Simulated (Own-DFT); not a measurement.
# Point defects and the pressure they add: zincblende GaAs

The numbers are computed, not measured, by runs of the plane-wave DFT program Own-DFT (in-house, retired, unreviewed) at fixed positions, with no spin and no spin-orbit coupling.

Settings: PBE; PseudoDojo norm-conserving scalar-relativistic files; cutoff 42 hartree; 3 x 3 x 3 k mesh centred on Gamma; Fermi-Dirac smearing of 0.1 eV.

Caveats (not all hold for every row): not probed for a lower state with spin; forces on such cells failed a check on a denser k mesh; forces not confirmed at this smearing and k mesh; forces on such cells passed a denser k mesh, each cell not checked; stress not checked against mesh or cutoff.

All runs share one cell, with vectors in Å (11.307, 0.000, 0.000); (0.000, 11.307, 0.000); (0.000, 0.000, 11.307) and a volume of 1445.4 Å³. u is the rms random offset of the atoms per axis. The defect's site can differ from row to row.

| cell | formula | u (Å) | P (GPa) |
|---|---|---|---|
| no defect | As32Ga32 | 0.0198 | 3.51 |
| no defect | As32Ga32 | 0.0481 | 3.83 |
| no defect | As32Ga32 | 0.0483 | 3.96 |
| two Ga vacancies | As32Ga30 | 0.0283 | 2.93 |
| two Ga vacancies | As32Ga30 | 0.0285 | 2.96 |
| two Ga vacancies | As32Ga30 | 0.0286 | 2.95 |
| one As on a Ga site and one Ga on an As site | As32Ga32 | 0.0301 | 3.92 |
| one As on a Ga site and one Ga on an As site | As32Ga32 | 0.0313 | 3.99 |
| one As on a Ga site and one Ga on an As site | As32Ga32 | 0.0517 | 4.36 |
| one As on a Ga site and one Ga on an As site | As32Ga32 | 0.0552 | ? |
| two As vacancies | As30Ga32 | 0.0288 | 3.22 |
| two As vacancies | As30Ga32 | 0.0324 | 3.32 |
| two As vacancies | As30Ga32 | 0.0514 | 3.49 |
| one In on a Ga site | As32Ga31In | 0.0305 | 4.35 |
| one In on a Ga site | As32Ga31In | 0.0472 | 4.65 |
| one In on a Ga site | As32Ga31In | 0.0535 | 4.82 |

## Fit

P = P0 + c u² + a shift for each defect gives P0 = 3.43 GPa, c = 202 ± 19 GPa/Å² and a scatter of 0.05 GPa. The shifts, and each times the cell's volume:

- one In on a Ga site: 0.77 ± 0.04 GPa, 7.0 eV
- one As on a Ga site and one Ga on an As site: 0.36 ± 0.04 GPa, 3.2 eV
- two As vacancies: -0.39 ± 0.04 GPa, -3.5 eV (-1.8 eV for each of its 2 sites)
- two Ga vacancies: -0.64 ± 0.05 GPa, -5.8 eV (-2.9 eV for each of its 2 sites)

Positive is outwards. The product with the volume (160.2 GPa Å³ to the eV) is nearly free of the cell's size; divided by the bulk modulus at the cell's pressure it gives the volume that the defect adds. The atoms around the defects weren't relaxed, which would change these numbers.

## Withheld run

Asked: what pressure belongs in the blank (one As on a Ga site and one Ga on an As site, u = 0.0552 Å)?

The fitted form gives 4.40 ± 0.07 GPa. Computed: 4.27 GPa.
